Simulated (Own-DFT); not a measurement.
# How strain changes the stress of 4H SiC, 32 atoms (C16Si16)

These are calculations, not measurements. The program, named Own-DFT, is a retired in-house plane-wave density functional code that no person has reviewed. Each row is one single-point run on a periodic cell that was not relaxed, without spin or spin-orbit coupling.

Settings of every run: PBE; PseudoDojo norm-conserving scalar-relativistic files; cutoff 42 hartree; 5 x 5 x 3 k mesh centred on Gamma; Fermi-Dirac smearing of 0.1 eV.

Known limits: forces on such cells passed a denser k mesh, each cell not checked; stress not checked against mesh or cutoff.

Unstrained cell vectors in Å: (6.165, 0.000, 0.000); (-3.083, 5.339, 0.000); (0.000, 0.000, 10.068). The unstrained cell has measured lattice constants (interpolated for alloys), not those of this functional. That, the random moves and any unrelaxed bonds set the pressure at no strain. Each run strains this cell uniformly, with the atoms carried along. Every atom was also moved at random, by a Gaussian of width 0.05 Å on each axis. Strain is the symmetric tensor, in per cent. Stress is positive in tension, and the pressure is minus a third of its trace.

| run | e_xx (%) | e_yy (%) | e_zz (%) | e_yz (%) | e_xz (%) | e_xy (%) | s_xx (GPa) | s_yy (GPa) | s_zz (GPa) | s_yz (GPa) | s_xz (GPa) | s_xy (GPa) | P (GPa) | E (meV/atom) |
|---|---|---|---|---|---|---|---|---|---|---|---|---|---|---|
| 1 | -0.02 | -0.27 | -1.08 | 1.31 | -1.30 | 0.24 | -7.49 | -5.52 | -13.57 | 4.64 | -5.50 | -0.36 | 8.86 | 30.8 |
| 2 | -0.58 | -1.10 | 0.14 | -1.24 | -1.66 | -0.85 | -9.56 | -14.65 | -4.04 | -4.72 | -5.34 | -2.39 | 9.41 | 27.7 |
| 3 | 1.26 | 0.15 | 0.72 | -1.34 | -1.43 | 0.57 | 3.69 | -4.65 | -1.17 | -5.60 | -5.54 | 2.29 | 0.71 | 0.0 |
| 4 | -0.46 | -0.74 | -0.61 | -1.45 | 1.67 | 1.12 | -7.60 | -7.06 | -15.84 | -4.00 | 6.17 | 5.10 | 10.17 | 41.0 |
| 5 | 0.36 | -1.28 | 1.16 | 1.89 | -0.74 | 0.41 | -3.77 | -12.74 | 0.25 | 7.10 | -2.03 | -0.73 | 5.42 | 33.3 |
| 6 | 1.86 | -1.94 | 1.36 | -0.02 | -1.89 | 0.55 | 4.26 | -14.39 | 1.55 | -1.77 | -6.44 | 1.68 | 2.86 | 37.1 |
| 7 | -1.47 | 1.46 | -1.18 | -0.13 | -1.54 | -0.69 | -12.42 | 2.43 | -15.49 | -1.72 | -4.48 | -3.96 | 8.49 | 34.5 |
| 8 | 0.81 | -0.42 | -1.27 | 0.85 | -1.71 | -1.15 | -1.42 | -7.66 | -12.82 | 2.99 | -4.57 | -7.02 | 7.30 | 24.5 |
| 9 | 1.95 | 0.17 | 1.40 | -1.39 | -0.13 | 0.89 | 5.90 | -2.36 | 2.90 | -4.31 | -1.43 | 3.33 | -2.15 | 13.6 |
| 10 | -0.69 | 1.29 | 1.09 | -0.01 | 0.29 | 0.36 | -8.89 | 2.94 | -4.08 | -1.01 | 1.84 | 4.07 | 3.35 | 58.9 |
| 11 | 0.41 | 1.43 | 1.56 | -1.26 | 0.25 | -1.47 | -0.97 | 3.71 | 4.15 | -3.90 | 0.65 | -5.76 | -2.30 | 0.0 |
| 12 | 0.50 | -1.80 | -0.63 | 0.73 | -1.32 | -0.92 | -2.90 | -13.56 | -10.98 | 1.95 | -4.51 | -3.96 | 9.15 | 19.2 |
| 13 | -0.09 | 2.00 | -0.21 | -1.82 | -0.25 | 1.99 | -2.82 | 7.04 | -8.70 | -5.19 | -1.88 | 8.20 | 1.49 | 13.0 |
| 14 | -1.57 | -1.58 | -1.14 | 1.48 | -0.28 | -0.77 | -18.85 | -14.08 | -14.52 | 5.91 | -2.95 | -4.47 | 15.82 | 29.6 |
| 15 | 0.18 | 1.30 | -1.59 | 1.01 | -1.32 | 1.59 | -2.16 | 2.34 | -17.04 | 3.32 | -4.91 | 6.74 | 5.62 | 14.6 |
| 16 | 0.28 | -0.53 | 0.96 | 0.58 | 1.63 | 1.63 | ? | ? | ? | ? | ? | ? | ? | ? |

E is the free energy for each atom above the lowest run shown.

## Worked fit

Each stress component was fitted by least squares to a constant and the strains of the runs shown, as fractions, with shears doubled. Shear strains stay in the fit of a normal stress only where such slopes are resolved. The slopes, in GPa:

| stress | at no strain | per e_xx | per e_yy | per e_zz | scatter |
|---|---|---|---|---|---|
| s_xx | -5.3 | 633 ± 36 | 117 ± 24 | 4 ± 33 | 1.19 |
| s_yy | -4.8 | 57 ± 44 | 572 ± 30 | -12 ± 40 | 1.44 |
| s_zz | -7.3 | 99 ± 61 | -4 ± 41 | 595 ± 55 | 1.99 |

Each shear stress against twice its own strain: yz 177 ± 11, xz 168 ± 19, xy 215 ± 19 GPa. These are stiffnesses along x, y and z of the frame in which the cell vectors are given, which need not be the crystal's axes. The atoms are held to the strained lattice; where symmetry lets them move under strain, relaxing them would lower some slopes. The table should be nearly symmetric about its diagonal, and what it lacks of that shows the noise. A ninth of its sum, 229 ± 7 GPa, estimates the bulk modulus near the mean pressure of these runs, 5.6 GPa, so it lies above the value at zero pressure.

## Withheld run

Question: what normal stresses and pressure should run 16 give?

The fit gives s_xx = -4.1, s_yy = -7.8, s_zz = -1.3 and P = 4.4 GPa. The calculation gave -4.58, -6.30, -2.73 and P = 4.53 GPa.
